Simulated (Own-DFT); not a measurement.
## Calculated data, GaP (zincblende, atoms displaced)

Computed with Own-DFT development build. A calculation, not a measurement: plane-wave PBE density functional theory by an unreviewed code, no spin, of a simulated periodic cell, stress positive in tension, free energy of the whole cell less one offset for each atom, forces on such cells passed a denser k mesh, this cell's mesh not checked; offsets are fitted by least squares, one for each functional and potential file, so energies compare only between cells with the same atoms and settings and are not formation energies; the far tail of each file's local potential was reset to the Coulomb form; each entry is a single point on an unrelaxed cell, so the pressure reflects the starting lattice, mostly measured values (interpolated for alloys), from which strain is counted, and rises with the displacements; printed positions are rounded, which can move forces by about a meV/angstrom; the program, named Own-DFT, is a retired in-house code; no spin-orbit coupling.

Common to all runs: functional PBE; potential files PseudoDojo norm-conserving, scalar-relativistic, standard set; wave cutoff 42 hartree; occupations Fermi-Dirac; smearing width 0.1 eV; k mesh 2 x 3 x 3 centred on Gamma.

(1) 
```cif
# cell vector a (Å): 16.3515 0.0000 0.0000
# cell vector b (Å): 0.0000 10.9010 0.0000
# cell vector c (Å): 0.0000 0.0000 10.9010
data_GaP
_symmetry_space_group_name_H-M 'P 1'
_symmetry_Int_Tables_number 1
_cell_length_a 16.3515
_cell_length_b 10.9010
_cell_length_c 10.9010
_cell_angle_alpha 90.000
_cell_angle_beta 90.000
_cell_angle_gamma 90.000
_cell_volume 1943.08
loop_
_atom_site_label
_atom_site_type_symbol
_atom_site_fract_x
_atom_site_fract_y
_atom_site_fract_z
_atom_site_occupancy
Ga1 Ga 0.99695 0.98927 0.01806 1
Ga2 Ga 0.97494 0.26200 0.24778 1
Ga3 Ga 0.16754 0.00420 0.25883 1
Ga4 Ga 0.15236 0.25228 0.97895 1
P1 P 0.09059 0.13894 0.12900 1
P2 P 0.06465 0.36194 0.36821 1
P3 P 0.27075 0.13602 0.34276 1
P4 P 0.24105 0.37642 0.10454 1
Ga5 Ga 0.01213 0.99496 0.50561 1
Ga6 Ga 0.00244 0.23825 0.76750 1
Ga7 Ga 0.17619 0.98940 0.74656 1
Ga8 Ga 0.17654 0.26419 0.51136 1
P5 P 0.08341 0.14394 0.63233 1
P6 P 0.08879 0.37940 0.88799 1
P7 P 0.25483 0.13405 0.86665 1
P8 P 0.25442 0.38374 0.65705 1
Ga9 Ga 0.99552 0.46702 0.99224 1
Ga10 Ga 0.99950 0.75244 0.21577 1
Ga11 Ga 0.16508 0.49720 0.24061 1
Ga12 Ga 0.16229 0.74853 0.00335 1
P9 P 0.08408 0.62176 0.15385 1
P10 P 0.09669 0.87751 0.40065 1
P11 P 0.25963 0.62192 0.40429 1
P12 P 0.23391 0.84498 0.13764 1
Ga13 Ga 0.00571 0.47752 0.50178 1
Ga14 Ga 0.98425 0.76326 0.75544 1
Ga15 Ga 0.16005 0.50797 0.77369 1
Ga16 Ga 0.19550 0.74858 0.50942 1
P13 P 0.08846 0.63652 0.62538 1
P14 P 0.08663 0.87413 0.89717 1
P15 P 0.23250 0.64879 0.87289 1
P16 P 0.24099 0.87510 0.60349 1
Ga17 Ga 0.32774 0.98492 0.00516 1
Ga18 Ga 0.32165 0.26373 0.25768 1
Ga19 Ga 0.50690 0.99764 0.26405 1
Ga20 Ga 0.52387 0.21502 0.99307 1
P17 P 0.40710 0.11885 0.12506 1
P18 P 0.41421 0.36652 0.37309 1
P19 P 0.57235 0.13871 0.37484 1
P20 P 0.57225 0.35334 0.16385 1
Ga21 Ga 0.32675 0.98770 0.50830 1
Ga22 Ga 0.33825 0.25177 0.74012 1
Ga23 Ga 0.48744 0.98902 0.76941 1
Ga24 Ga 0.49050 0.25966 0.51485 1
P21 P 0.41459 0.14158 0.61052 1
P22 P 0.42322 0.38226 0.88508 1
P23 P 0.59872 0.15633 0.84809 1
P24 P 0.58132 0.37476 0.62670 1
Ga25 Ga 0.32548 0.47993 0.00569 1
Ga26 Ga 0.32321 0.75464 0.26895 1
Ga27 Ga 0.51979 0.48607 0.24373 1
Ga28 Ga 0.50437 0.74405 0.99392 1
P25 P 0.41853 0.62668 0.10577 1
P26 P 0.42893 0.87066 0.38372 1
P27 P 0.58423 0.62029 0.39206 1
P28 P 0.56267 0.89276 0.12986 1
Ga29 Ga 0.34564 0.48141 0.47683 1
Ga30 Ga 0.34171 0.75557 0.74681 1
Ga31 Ga 0.49956 0.49473 0.75590 1
Ga32 Ga 0.49604 0.79617 0.51586 1
P29 P 0.41255 0.62289 0.63686 1
P30 P 0.41840 0.86435 0.87368 1
P31 P 0.58885 0.60778 0.88060 1
P32 P 0.58008 0.87385 0.63802 1
Ga33 Ga 0.66190 0.01664 0.00847 1
Ga34 Ga 0.65095 0.22983 0.22344 1
Ga35 Ga 0.83118 0.99649 0.23612 1
Ga36 Ga 0.82671 0.25520 0.98975 1
P33 P 0.75376 0.15135 0.13625 1
P34 P 0.75222 0.36519 0.38568 1
P35 P 0.91979 0.14708 0.37750 1
P36 P 0.91469 0.37550 0.10705 1
Ga37 Ga 0.67347 0.99210 0.53286 1
Ga38 Ga 0.66942 0.24521 0.74593 1
Ga39 Ga 0.83532 0.96624 0.76610 1
Ga40 Ga 0.83832 0.26525 0.49600 1
P37 P 0.73812 0.13044 0.62515 1
P38 P 0.75884 0.36079 0.86488 1
P39 P 0.92127 0.11182 0.87101 1
P40 P 0.93083 0.36390 0.61542 1
Ga41 Ga 0.67084 0.52170 0.98721 1
Ga42 Ga 0.66423 0.74308 0.27378 1
Ga43 Ga 0.82451 0.47839 0.25139 1
Ga44 Ga 0.84637 0.77256 0.03224 1
P41 P 0.74750 0.63457 0.11799 1
P42 P 0.73708 0.86724 0.37767 1
P43 P 0.91378 0.62320 0.35078 1
P44 P 0.90072 0.88502 0.13321 1
Ga45 Ga 0.67655 0.51309 0.50292 1
Ga46 Ga 0.67042 0.75915 0.75888 1
Ga47 Ga 0.82417 0.49145 0.77459 1
Ga48 Ga 0.82313 0.72124 0.48936 1
P45 P 0.74648 0.62041 0.62406 1
P46 P 0.75297 0.89095 0.89777 1
P47 P 0.91412 0.61503 0.90583 1
P48 P 0.91012 0.87120 0.60650 1
_calc_free_energy_of_cell_above_offsets '-10.705'  # eV
_calc_pressure 9.11  # GPa
_calc_stress_xx -8.78  # GPa
_calc_stress_yy -9.9  # GPa
_calc_stress_zz -8.65  # GPa
_calc_stress_yz -0.13  # GPa
_calc_stress_xz 1.4  # GPa
_calc_stress_xy -0.25  # GPa
```

Force:
```tsv
element	x (eV/Å)	y (eV/Å)	z (eV/Å)
Ga	1.205	1.928	-0.545
Ga	2.616	-0.175	-1.946
Ga	0.104	0.203	-0.312
Ga	3.773	-4.071	2.699
P	-2.011	-1.005	0.539
P	3.969	0.206	-0.746
P	-5.767	-8.005	6.878
P	-1.451	-1.721	2.651
Ga	-1.04	1.835	0.683
Ga	0.085	1.494	-0.797
Ga	-1.557	1.753	0.93
Ga	-0.374	-0.309	-0.713
P	1.353	-2.296	-0.492
P	-2.775	1.423	-3.688
P	-0.348	-1.507	0.611
P	-0.965	1.307	-2.438
Ga	1.207	3.505	0.436
Ga	-1.436	1.319	3.463
Ga	0.888	-1.498	2.649
Ga	-1.733	-1.594	1.4
P	-0.2	-0.2	-4.271
P	-0.101	-0.954	-2.303
P	0.185	-2.267	-3.576
P	1.873	3.226	0.773
Ga	0.5	4.099	-0.264
Ga	1.519	-1.237	0.322
Ga	0.248	0.848	-2.393
Ga	-6.944	-5.582	-3.169
P	-0.85	-0.845	0.182
P	-1.712	0.955	-2.118
P	3.584	-1.401	-0.599
P	4.12	5.444	7.192
Ga	-0.569	0.291	0.333
Ga	4.347	6.209	-6.301
Ga	-2.804	2.514	1.13
Ga	-3.889	2.187	2.644
P	1.334	0.203	0.06
P	2.802	-0.892	-2.527
P	1.378	-0.914	1.468
P	1.16	-2.087	-8.012
Ga	2.566	2.647	-2.221
Ga	0.975	0.207	1.94
Ga	2.193	3.356	-2.727
Ga	2.572	1.217	-2.346
P	-1.728	-4.489	2.478
P	-0.479	-2.079	0.128
P	-5.403	-7.939	5.092
P	0.826	0.898	-0.176
Ga	2.447	3.333	-2.143
Ga	1.966	-1.016	-0.652
Ga	-5.069	7.294	3.966
Ga	0.37	0.075	0.394
P	-0.844	-1.081	2.305
P	-4.69	2.191	-3.556
P	-1.403	0.419	-0.42
P	3.573	-2.587	-2.81
Ga	-2.117	2.725	4.622
Ga	-2.516	-0.546	-0.307
Ga	-0.048	0.575	-0.569
Ga	0.908	-5.774	2.154
P	1.392	-0.379	-1.803
P	-1.438	-0.298	2.415
P	-2.838	3.411	-3.24
P	1.602	1.542	2.279
Ga	-0.192	0.34	0.18
Ga	2.369	-1.91	4.524
Ga	-3.075	3.821	4.928
Ga	2.472	-2.123	1.09
P	1.03	-2.53	-1.487
P	-2.452	0.737	-1.216
P	-1.323	-4.641	0.959
P	-2.984	-1.055	1.765
Ga	-1.894	-0.819	-2.781
Ga	4.214	6.082	-4.936
Ga	1.169	2.506	-2.475
Ga	-0.092	-1.513	1.58
P	4.491	0.238	-0.082
P	-4.589	-0.228	0.846
P	-1.375	-0.403	1.437
P	-2.081	-0.136	3.593
Ga	2.952	-3.412	2.854
Ga	-1.504	-1.009	-2.723
Ga	0.53	1.82	-0.874
Ga	-5.692	-7.513	-6.556
P	0.399	-0.136	1.636
P	2.376	2.242	1.219
P	0.281	-0.536	0.894
P	8.129	3.134	2.796
Ga	-1.854	-2.933	-1.333
Ga	0.137	-0.856	0.511
Ga	3.366	3.269	-3.274
Ga	1.482	1.303	-1.12
P	1.408	1.111	3.758
P	-1.475	-2.229	0.806
P	-0.296	1.509	-1.62
P	-0.472	-0.218	0.463
```

(2) 
```cif
# cell vector a (Å): 16.3515 0.0000 0.0000
# cell vector b (Å): 0.0000 10.9010 0.0000
# cell vector c (Å): 0.0000 0.0000 10.9010
data_GaP
_symmetry_space_group_name_H-M 'P 1'
_symmetry_Int_Tables_number 1
_cell_length_a 16.3515
_cell_length_b 10.9010
_cell_length_c 10.9010
_cell_angle_alpha 90.000
_cell_angle_beta 90.000
_cell_angle_gamma 90.000
_cell_volume 1943.08
loop_
_atom_site_label
_atom_site_type_symbol
_atom_site_fract_x
_atom_site_fract_y
_atom_site_fract_z
_atom_site_occupancy
Ga1 Ga 0.00824 0.99856 0.99703 1
Ga2 Ga 0.01055 0.23488 0.23778 1
Ga3 Ga 0.15605 0.98482 0.25757 1
Ga4 Ga 0.16858 0.24143 0.00272 1
P1 P 0.07916 0.12366 0.12447 1
P2 P 0.08295 0.39344 0.37027 1
P3 P 0.25130 0.12370 0.39406 1
P4 P 0.25194 0.37305 0.12967 1
Ga5 Ga 0.00460 0.02092 0.50549 1
Ga6 Ga 0.99893 0.29585 0.74832 1
Ga7 Ga 0.17271 0.98269 0.75963 1
Ga8 Ga 0.18413 0.26864 0.48744 1
P5 P 0.08344 0.13424 0.63901 1
P6 P 0.08947 0.37186 0.86172 1
P7 P 0.26671 0.10803 0.89507 1
P8 P 0.24850 0.36485 0.63789 1
Ga9 Ga 0.98113 0.49909 0.98045 1
Ga10 Ga 0.00623 0.75012 0.24769 1
Ga11 Ga 0.16475 0.51994 0.25886 1
Ga12 Ga 0.17882 0.75815 0.00996 1
P9 P 0.07298 0.62871 0.15011 1
P10 P 0.07546 0.86244 0.36222 1
P11 P 0.25792 0.61898 0.36768 1
P12 P 0.24289 0.85273 0.12581 1
Ga13 Ga 0.00464 0.48688 0.49352 1
Ga14 Ga 0.00233 0.74870 0.73606 1
Ga15 Ga 0.15684 0.49754 0.75001 1
Ga16 Ga 0.16517 0.75610 0.48465 1
P13 P 0.08464 0.62362 0.62452 1
P14 P 0.10092 0.88080 0.86744 1
P15 P 0.26032 0.61316 0.86742 1
P16 P 0.24518 0.85376 0.62498 1
Ga17 Ga 0.34300 0.00122 0.00579 1
Ga18 Ga 0.33468 0.23654 0.23876 1
Ga19 Ga 0.48821 0.00353 0.21131 1
Ga20 Ga 0.51743 0.24919 0.02125 1
P17 P 0.40210 0.11059 0.11414 1
P18 P 0.39861 0.39465 0.36787 1
P19 P 0.59638 0.10865 0.38935 1
P20 P 0.59198 0.37622 0.14551 1
Ga21 Ga 0.34330 0.00680 0.52023 1
Ga22 Ga 0.33820 0.20492 0.74214 1
Ga23 Ga 0.52064 0.99030 0.78141 1
Ga24 Ga 0.50688 0.23557 0.52358 1
P21 P 0.42099 0.12625 0.63922 1
P22 P 0.41299 0.37858 0.89933 1
P23 P 0.57809 0.13410 0.87283 1
P24 P 0.58222 0.38564 0.62750 1
Ga25 Ga 0.32762 0.47536 0.97950 1
Ga26 Ga 0.33634 0.72243 0.26283 1
Ga27 Ga 0.51747 0.51995 0.26626 1
Ga28 Ga 0.49098 0.73930 0.99789 1
P25 P 0.41914 0.60357 0.14862 1
P26 P 0.42710 0.86692 0.35969 1
P27 P 0.59006 0.60061 0.37071 1
P28 P 0.58246 0.90296 0.11591 1
Ga29 Ga 0.33891 0.50506 0.49206 1
Ga30 Ga 0.33093 0.71370 0.74034 1
Ga31 Ga 0.50957 0.50167 0.74876 1
Ga32 Ga 0.50104 0.75238 0.49961 1
P29 P 0.40199 0.61582 0.61974 1
P30 P 0.41100 0.88570 0.88209 1
P31 P 0.57935 0.61965 0.88432 1
P32 P 0.58014 0.88650 0.63217 1
Ga33 Ga 0.67764 0.04143 0.99027 1
Ga34 Ga 0.66116 0.27931 0.26301 1
Ga35 Ga 0.82823 0.99148 0.24127 1
Ga36 Ga 0.83794 0.24042 0.02258 1
P33 P 0.74539 0.13332 0.13098 1
P34 P 0.74194 0.40395 0.38039 1
P35 P 0.93028 0.13080 0.38307 1
P36 P 0.91222 0.39250 0.12014 1
Ga37 Ga 0.68232 0.01459 0.48630 1
Ga38 Ga 0.66564 0.25864 0.75133 1
Ga39 Ga 0.83557 0.99908 0.77124 1
Ga40 Ga 0.82260 0.23013 0.50691 1
P37 P 0.73194 0.14011 0.63466 1
P38 P 0.74970 0.38632 0.88992 1
P39 P 0.90486 0.15667 0.89087 1
P40 P 0.91526 0.36088 0.63139 1
Ga41 Ga 0.65821 0.52347 0.99498 1
Ga42 Ga 0.66911 0.74378 0.25287 1
Ga43 Ga 0.83841 0.50397 0.27489 1
Ga44 Ga 0.83738 0.74837 0.01498 1
P41 P 0.75217 0.61595 0.14080 1
P42 P 0.75982 0.86927 0.38917 1
P43 P 0.91574 0.63878 0.37269 1
P44 P 0.93840 0.86167 0.11099 1
Ga45 Ga 0.68087 0.46826 0.51475 1
Ga46 Ga 0.66535 0.72920 0.75764 1
Ga47 Ga 0.81955 0.50691 0.75050 1
Ga48 Ga 0.83798 0.75043 0.51038 1
P45 P 0.76285 0.61714 0.62154 1
P46 P 0.73750 0.88220 0.86575 1
P47 P 0.91002 0.61143 0.86391 1
P48 P 0.91244 0.87229 0.62673 1
_calc_free_energy_of_cell_above_offsets '-15.489'  # eV
_calc_pressure 8.85  # GPa
_calc_stress_xx -9.09  # GPa
_calc_stress_yy -7.31  # GPa
_calc_stress_zz -10.16  # GPa
_calc_stress_yz -2.46  # GPa
_calc_stress_xz -0.39  # GPa
_calc_stress_xy 0.93  # GPa
```

Force:
```tsv
element	x (eV/Å)	y (eV/Å)	z (eV/Å)
Ga	-0.466	0.527	-1.671
Ga	-2.528	3.996	2.408
Ga	1.936	1.207	-0.814
Ga	0.712	0.49	-0.209
P	2.938	-1.995	-1.524
P	1.766	-3.233	-1.361
P	0.685	-1.661	-2.329
P	-1.461	0.154	-0.278
Ga	0.854	-2.134	1.267
Ga	1.342	-4.71	1.414
Ga	2.854	3.948	-3.318
Ga	-2.666	0.33	0.772
P	0.928	0.056	-0.02
P	-0.047	0.212	4.294
P	-3.791	1.678	-2.598
P	1.344	0.897	0.335
Ga	3.271	-0.828	1.465
Ga	-3.579	0.375	1.109
Ga	0.304	-1.349	-1.187
Ga	-4.338	-4.566	-4.712
P	2.763	-2.97	-5.282
P	0.597	2.446	3.799
P	-3.091	-0.3	3.231
P	5.11	4.693	5.114
Ga	-2.322	1.771	2.051
Ga	-0.218	0.291	1.4
Ga	2.515	1.031	-0.95
Ga	0.247	-1.198	0.09
P	-0.02	-0.07	-1.51
P	-4.647	-3.596	3.365
P	-3.404	-0.295	2.131
P	1.483	1.335	0.117
Ga	-3.569	-5.779	-1.2
Ga	-1.084	1.08	1.876
Ga	1.274	-1.172	3.529
Ga	-2.436	0.629	-0.377
P	3.979	6.067	3.098
P	4.049	-3.586	-2.253
P	-4.396	3.674	-3.406
P	-2.878	2.842	-3.69
Ga	-0.9	-2.126	-1.535
Ga	-4.439	5.012	4.088
Ga	-3.291	-1.864	-1.233
Ga	0.173	0.878	-2.105
P	4.874	-3.409	-2.083
P	6.098	-4.483	-4.27
P	2.115	2.631	1.246
P	0.265	-1.559	-0.143
Ga	-3.161	3.078	4.103
Ga	1.912	3.532	-2.187
Ga	-7.063	-5.531	-5.334
Ga	-0.577	1.222	1.465
P	0.047	0.394	-2.811
P	-1.293	1.013	0.665
P	6.13	6.042	7.502
P	2.03	-2.399	-1.141
Ga	-3.323	-0.99	1.763
Ga	-0.835	4.503	0.889
Ga	-3.099	0.151	0.837
Ga	0.105	-0.545	0.203
P	5.733	-0.032	-0.517
P	1.487	-2.778	-2.022
P	-1.946	2.241	-2.026
P	1.656	-1.871	-1.188
Ga	-1.666	-2.75	-0.889
Ga	2.572	-4.264	3.029
Ga	1.704	0.013	0.223
Ga	-2.376	3.015	2.221
P	0.744	0.946	2.483
P	5.156	-5.285	-4.891
P	-2.957	0.412	-1.864
P	0.148	-1.865	2.069
Ga	1.31	-2.74	2.747
Ga	-1.149	2.277	2.13
Ga	-0.037	0.702	-0.761
Ga	1.347	1.472	-0.661
P	2.877	-2.692	-0.591
P	-0.865	-0.879	-0.2
P	3.88	-3.494	-3.841
P	-3.929	2.981	-3.798
Ga	3.24	-3.057	2.909
Ga	-0.675	1.296	0.132
Ga	0.176	-0.131	-1.576
Ga	-0.733	-0.276	-1.168
P	-0.037	0.819	-1.315
P	-1.03	0.185	-1.365
P	1.148	-0.348	1.253
P	-2.7	1.174	0.394
Ga	-3.965	4.754	5.081
Ga	0.125	1.317	-1.406
Ga	2.146	-3.102	1.488
Ga	0.267	-0.499	-0.64
P	-3.593	1.594	-1.241
P	1.108	-0.494	1.701
P	-0.239	3.471	-0.779
P	1.29	2.054	0.785
```

(3) 
```cif
# cell vector a (Å): 16.3515 0.0000 0.0000
# cell vector b (Å): 0.0000 10.9010 0.0000
# cell vector c (Å): 0.0000 0.0000 10.9010
data_GaP
_symmetry_space_group_name_H-M 'P 1'
_symmetry_Int_Tables_number 1
_cell_length_a 16.3515
_cell_length_b 10.9010
_cell_length_c 10.9010
_cell_angle_alpha 90.000
_cell_angle_beta 90.000
_cell_angle_gamma 90.000
_cell_volume 1943.08
loop_
_atom_site_label
_atom_site_type_symbol
_atom_site_fract_x
_atom_site_fract_y
_atom_site_fract_z
_atom_site_occupancy
Ga1 Ga 0.00676 0.02388 0.98896 1
Ga2 Ga 0.99483 0.24927 0.24860 1
Ga3 Ga 0.15155 0.98659 0.26799 1
Ga4 Ga 0.16537 0.23758 0.99662 1
P1 P 0.08247 0.16152 0.13418 1
P2 P 0.08516 0.38845 0.36809 1
P3 P 0.25115 0.12336 0.38865 1
P4 P 0.25565 0.36957 0.10790 1
Ga5 Ga 0.97755 0.97632 0.47193 1
Ga6 Ga 0.00043 0.26359 0.73778 1
Ga7 Ga 0.17905 0.97700 0.76821 1
Ga8 Ga 0.15435 0.27301 0.50068 1
P5 P 0.08091 0.14103 0.64434 1
P6 P 0.08153 0.37980 0.85601 1
P7 P 0.26538 0.12449 0.86910 1
P8 P 0.26335 0.37404 0.60990 1
Ga9 Ga 0.99265 0.47478 0.01393 1
Ga10 Ga 0.01341 0.75415 0.25951 1
Ga11 Ga 0.18124 0.52381 0.26670 1
Ga12 Ga 0.16548 0.73085 0.99080 1
P9 P 0.08355 0.64364 0.15857 1
P10 P 0.08383 0.88735 0.36153 1
P11 P 0.26115 0.61233 0.39160 1
P12 P 0.24026 0.86740 0.13144 1
Ga13 Ga 0.99128 0.48856 0.49494 1
Ga14 Ga 0.02002 0.76502 0.72900 1
Ga15 Ga 0.17684 0.50094 0.75924 1
Ga16 Ga 0.17727 0.73839 0.50730 1
P13 P 0.09315 0.62666 0.64110 1
P14 P 0.08164 0.88899 0.90035 1
P15 P 0.25751 0.61645 0.86640 1
P16 P 0.25002 0.88918 0.63191 1
Ga17 Ga 0.34010 0.99833 0.00994 1
Ga18 Ga 0.34567 0.24717 0.26453 1
Ga19 Ga 0.49229 0.98698 0.27806 1
Ga20 Ga 0.49574 0.26024 0.00294 1
P17 P 0.41370 0.12102 0.13479 1
P18 P 0.42343 0.36192 0.42467 1
P19 P 0.59640 0.13011 0.36533 1
P20 P 0.58468 0.37103 0.12015 1
Ga21 Ga 0.33897 0.01248 0.53602 1
Ga22 Ga 0.32026 0.23856 0.76462 1
Ga23 Ga 0.51615 0.99684 0.73679 1
Ga24 Ga 0.51248 0.23428 0.50013 1
P21 P 0.43033 0.12482 0.62744 1
P22 P 0.40899 0.35766 0.87603 1
P23 P 0.57013 0.13503 0.86437 1
P24 P 0.58001 0.36597 0.59992 1
Ga25 Ga 0.32215 0.53428 0.00784 1
Ga26 Ga 0.32222 0.77124 0.25678 1
Ga27 Ga 0.50166 0.49847 0.25307 1
Ga28 Ga 0.50310 0.75434 0.02363 1
P25 P 0.40405 0.62544 0.12767 1
P26 P 0.42529 0.88158 0.37278 1
P27 P 0.58723 0.60716 0.34594 1
P28 P 0.57801 0.88641 0.11190 1
Ga29 Ga 0.32430 0.49757 0.48404 1
Ga30 Ga 0.32170 0.75277 0.77817 1
Ga31 Ga 0.50885 0.48265 0.75136 1
Ga32 Ga 0.48559 0.74773 0.49093 1
P29 P 0.42233 0.59795 0.63728 1
P30 P 0.40662 0.89425 0.87489 1
P31 P 0.57115 0.63607 0.89005 1
P32 P 0.57256 0.88765 0.62273 1
Ga33 Ga 0.66399 0.99639 0.98756 1
Ga34 Ga 0.68147 0.24738 0.26497 1
Ga35 Ga 0.83744 0.00006 0.25003 1
Ga36 Ga 0.82454 0.24026 0.00386 1
P33 P 0.76008 0.14307 0.12981 1
P34 P 0.74461 0.38252 0.35381 1
P35 P 0.91540 0.15441 0.36384 1
P36 P 0.90790 0.37207 0.12709 1
Ga37 Ga 0.65124 0.02665 0.48817 1
Ga38 Ga 0.66958 0.24478 0.74745 1
Ga39 Ga 0.81885 0.00428 0.73147 1
Ga40 Ga 0.84167 0.24738 0.48156 1
P37 P 0.76691 0.13224 0.60792 1
P38 P 0.76872 0.37953 0.88067 1
P39 P 0.92177 0.09183 0.88065 1
P40 P 0.90347 0.38199 0.62689 1
Ga41 Ga 0.66127 0.47962 0.98685 1
Ga42 Ga 0.66254 0.75350 0.27222 1
Ga43 Ga 0.83049 0.49122 0.27856 1
Ga44 Ga 0.83051 0.74964 0.00616 1
P41 P 0.73999 0.64122 0.14508 1
P42 P 0.74531 0.86805 0.36984 1
P43 P 0.92118 0.62034 0.35565 1
P44 P 0.92557 0.88189 0.11269 1
Ga45 Ga 0.66980 0.48823 0.48769 1
Ga46 Ga 0.66014 0.73348 0.76840 1
Ga47 Ga 0.84042 0.51755 0.74392 1
Ga48 Ga 0.85001 0.75713 0.49618 1
P45 P 0.74438 0.61210 0.63484 1
P46 P 0.76705 0.89036 0.88514 1
P47 P 0.90459 0.63358 0.85512 1
P48 P 0.92428 0.86390 0.62652 1
_calc_free_energy_of_cell_above_offsets '-12.989'  # eV
_calc_pressure 8.51  # GPa
_calc_stress_xx -8.43  # GPa
_calc_stress_yy -8.91  # GPa
_calc_stress_zz -8.21  # GPa
_calc_stress_yz 1  # GPa
_calc_stress_xz 1.18  # GPa
_calc_stress_xy -1.44  # GPa
```

Force:
```tsv
element	x (eV/Å)	y (eV/Å)	z (eV/Å)
Ga	2.517	-0.752	5.458
Ga	1.018	3.542	-0.713
Ga	7.377	7.584	-6.299
Ga	1.048	1.717	-1.693
P	0.889	-4.052	-0.603
P	-0.657	0.203	-0.471
P	-0.63	-0.04	-0.201
P	-0.11	1.064	1.745
Ga	1.233	2.234	0.557
Ga	-2.182	-0.338	1
Ga	-2.254	2.763	1.423
Ga	1.173	-1.923	1.086
P	1.601	-2.386	-2.226
P	0.445	0.108	2.635
P	-5.385	-5.507	5.422
P	-2.62	-1.054	2.448
Ga	1.544	2.393	-1.71
Ga	-4.643	2.508	0.381
Ga	-2.185	-2.483	-2.889
Ga	-0.629	0.715	1.329
P	3.408	-4.753	-4.943
P	-5.121	-5.762	7.952
P	-2.423	7.244	-3.44
P	-0.722	1.467	-1.433
Ga	0.676	0.822	0.336
Ga	-0.88	0.339	3.071
Ga	-0.492	-1.734	-2.03
Ga	-0.657	1.167	0.479
P	0.291	-1.35	-2.077
P	2.073	-2.757	-2.45
P	-3.14	0.284	0.805
P	0.884	-3.197	-1.442
Ga	-1.636	0.417	1.252
Ga	-1.134	0.621	0.545
Ga	5.443	5.894	-6.594
Ga	-0.332	-1.186	0.552
P	1.754	0.12	0.43
P	-0.988	1.43	-4.361
P	-4.537	1.929	-3.46
P	-0.24	-0.649	1.262
Ga	-0.477	0.075	-2.523
Ga	4.728	5.333	-5.901
Ga	-4.409	3.02	4.101
Ga	-0.684	-1.955	-0.544
P	-0.491	0.727	1.428
P	0.285	2.505	-0.14
P	2.184	-0.275	1.1
P	2.843	1.52	2.959
Ga	1.063	-4.356	0.763
Ga	1.771	-1.427	0.534
Ga	-2.702	-2.235	-1.443
Ga	-3.061	-0.688	-1.163
P	2.369	1.664	2.307
P	-6.901	-4.345	4.517
P	0.283	1.677	3.92
P	1.327	0.978	3.219
Ga	6.192	-3.845	4.951
Ga	3.088	2.619	-3.089
Ga	-0.549	-0.416	0.759
Ga	1.66	-2.135	1.749
P	-1.754	2.42	-1.284
P	2.434	-2.1	-0.802
P	0.653	-2.509	-0.758
P	4.273	-5.012	-4.193
Ga	0.249	1.575	-0.052
Ga	-1.928	-1.119	-3.831
Ga	-0.203	-0.364	-0.856
Ga	3.645	1.084	-2.611
P	-3.175	-4.069	2.047
P	0.19	-1.028	4.674
P	0.84	-5.554	-0.292
P	-0.965	-0.598	1.223
Ga	4.362	-4.918	4.767
Ga	0.505	0.95	-0.257
Ga	2.736	-1.586	1.536
Ga	-2.446	3.403	2.342
P	-3.382	0.491	-0.578
P	-2.108	0.058	-1.449
P	-5.047	4.862	-4.48
P	1.344	-1.062	-1.193
Ga	0.944	1.858	0.452
Ga	-1.042	0.538	-2.775
Ga	2.179	3.061	-4.473
Ga	0.533	-0.687	0.767
P	1.409	-1.921	-1.839
P	1.913	2.72	2.457
P	0.373	0.996	2.172
P	0.19	-0.344	1.406
Ga	-0.805	1.286	1.082
Ga	1.143	1.758	-1.054
Ga	-2.382	-2.218	-0.753
Ga	-2.206	-1.787	-0.953
P	-0.729	1.227	-1.708
P	-2.587	-0.829	-0.946
P	3.906	2.53	3.308
P	-1.358	1.802	0.267
```
